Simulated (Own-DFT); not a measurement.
Si$_{3}$N$_{4}$ (beta silicon nitride, atoms displaced) (calculated)

A calculation, not a measurement: plane-wave PBE density functional theory by an unreviewed code, no spin, of a simulated periodic cell, stress positive in tension, free energy of the whole cell less one offset for each atom, forces on such cells passed a denser k mesh, this cell's mesh not checked; offsets are fitted by least squares, one for each functional and potential file, so energies compare only between cells with the same atoms and settings and are not formation energies; the far tail of each file's local potential was reset to the Coulomb form; each entry is a single point on an unrelaxed cell, so the pressure reflects the starting lattice, mostly measured values (interpolated for alloys), from which strain is counted, and rises with the displacements; printed positions are rounded, which can move forces by about a meV/angstrom; the program, named Own-DFT, is a retired in-house code; no spin-orbit coupling. Program: Own-DFT development build.

```json
{"formula": "Si3N4", "kind": "beta silicon nitride, atoms displaced", "structure": {"cell_angstrom": [[7.606, 0.0, 0.0], [-3.803, 6.587, 0.0], [0.0, 0.0, 8.727]], "atoms_fractional": [["Si", 0.17983, 0.7606, 0.08809], ["Si", 0.24227, 0.39575, 0.07422], ["Si", 0.59351, 0.8293, 0.08035], ["Si", 0.81203, 0.22464, 0.24935], ["Si", 0.77794, 0.61438, 0.26696], ["Si", 0.39866, 0.18351, 0.24655], ["N", 0.33182, 0.04653, 0.08248], ["N", 0.97363, 0.31749, 0.08039], ["N", 0.71804, 0.69045, 0.08023], ["N", 0.68477, 0.98292, 0.25297], ["N", 0.03267, 0.71811, 0.24649], ["N", 0.29572, 0.33662, 0.25006], ["N", 0.33104, 0.67401, 0.08823], ["N", 0.64159, 0.30979, 0.23879], ["Si", 0.15697, 0.7716, 0.39692], ["Si", 0.21063, 0.40043, 0.41189], ["Si", 0.58654, 0.82455, 0.42678], ["Si", 0.82038, 0.20987, 0.56898], ["Si", 0.75729, 0.59804, 0.58434], ["Si", 0.4178, 0.1808, 0.59939], ["N", 0.33633, 0.01137, 0.40944], ["N", 0.98064, 0.30386, 0.42318], ["N", 0.6975, 0.69344, 0.41226], ["N", 0.63131, 0.97808, 0.568], ["N", 0.05169, 0.71567, 0.59947], ["N", 0.31964, 0.33897, 0.59562], ["N", 0.33463, 0.66253, 0.41829], ["N", 0.70214, 0.34084, 0.57261], ["Si", 0.18718, 0.78952, 0.75814], ["Si", 0.23493, 0.41869, 0.76819], ["Si", 0.60783, 0.84775, 0.74896], ["Si", 0.84996, 0.21309, 0.90176], ["Si", 0.77695, 0.59236, 0.90604], ["Si", 0.41328, 0.18092, 0.90896], ["N", 0.3348, 0.02936, 0.75887], ["N", 0.97637, 0.32373, 0.75103], ["N", 0.69064, 0.65058, 0.7725], ["N", 0.66397, 0.97005, 0.91789], ["N", 0.01914, 0.69587, 0.90768], ["N", 0.27366, 0.313, 0.92228], ["N", 0.33117, 0.67947, 0.77083], ["N", 0.65749, 0.31356, 0.91193]]}, "settings": {"functional": "PBE", "potential_files": "PseudoDojo norm-conserving, scalar-relativistic, standard set", "wave_cutoff [hartree]": 42.0, "occupations": "Fermi-Dirac", "smearing_width [eV]": 0.1, "k_mesh": "3 x 3 x 3 centred on Gamma"}, "results": {"stress_xx [GPa]": null, "stress_zz [GPa]": null}}
```

Q: Estimate the stress xx of Si$_{3}$N$_{4}$ (beta silicon nitride, atoms displaced).
A: -15.57 GPa

Q: Estimate the stress zz of Si$_{3}$N$_{4}$ (beta silicon nitride, atoms displaced).
A: -12.97 GPa

Further results for Si$_{3}$N$_{4}$ (beta silicon nitride, atoms displaced):

| Item | Value |
| --- | --- |
| free energy of cell above offsets | 7.635 eV |
| pressure | 13.62 GPa |
| stress yy | -12.32 GPa |
| stress yz | -1.37 GPa |
| stress xz | 0.03 GPa |
| stress xy | -3.02 GPa |

Force:
```
element  x (eV/Å)  y (eV/Å)  z (eV/Å)
     Si    -4.506      3.45    -3.584
     Si    -5.746      3.64      6.99
     Si     0.899    -0.488     2.562
     Si     0.856      3.86     -1.77
     Si    -1.339    -3.107    -6.434
     Si    -0.941    -3.579     1.657
      N     -0.46    -3.523     -1.13
      N     0.749    -1.002     0.089
      N     0.054    -1.357     1.098
      N    -0.307      -5.3     0.001
      N    -2.769    -2.469    -2.836
      N     0.326    -0.398     0.147
      N     4.587    -2.369    -0.174
      N     3.808     6.695     1.562
     Si     5.791     0.319      9.86
     Si     8.476     4.141      1.47
     Si    -4.108     0.416    -5.898
     Si     1.394     5.295     2.907
     Si     3.752    -0.578     1.714
     Si      1.32     -0.71    -3.901
      N    -1.157     5.206     0.785
      N    -6.333    -3.753    -2.059
      N      4.37    -2.556     3.762
      N     1.923    -1.485     5.394
      N     -4.47    -1.336    -5.448
      N    -1.927     0.773    -0.441
      N    -2.406    -0.667    -0.411
      N    -6.146     0.972     0.314
     Si    -1.265    -4.421     0.176
     Si     0.259     1.157    -4.342
     Si    -1.938    -4.558     0.592
     Si    -4.987     2.517     5.703
     Si     1.845    -4.699     8.886
     Si    -1.107    -0.912     3.867
      N     0.325     3.332    -1.466
      N     1.533    -1.713    -4.072
      N    -6.717     4.327    -10.67
      N     1.108     0.524    -1.348
      N     4.623      2.42      2.57
      N     4.136    -1.916    -4.597
      N     3.733    -0.153    -0.843
      N     2.762     4.009    -0.686
```
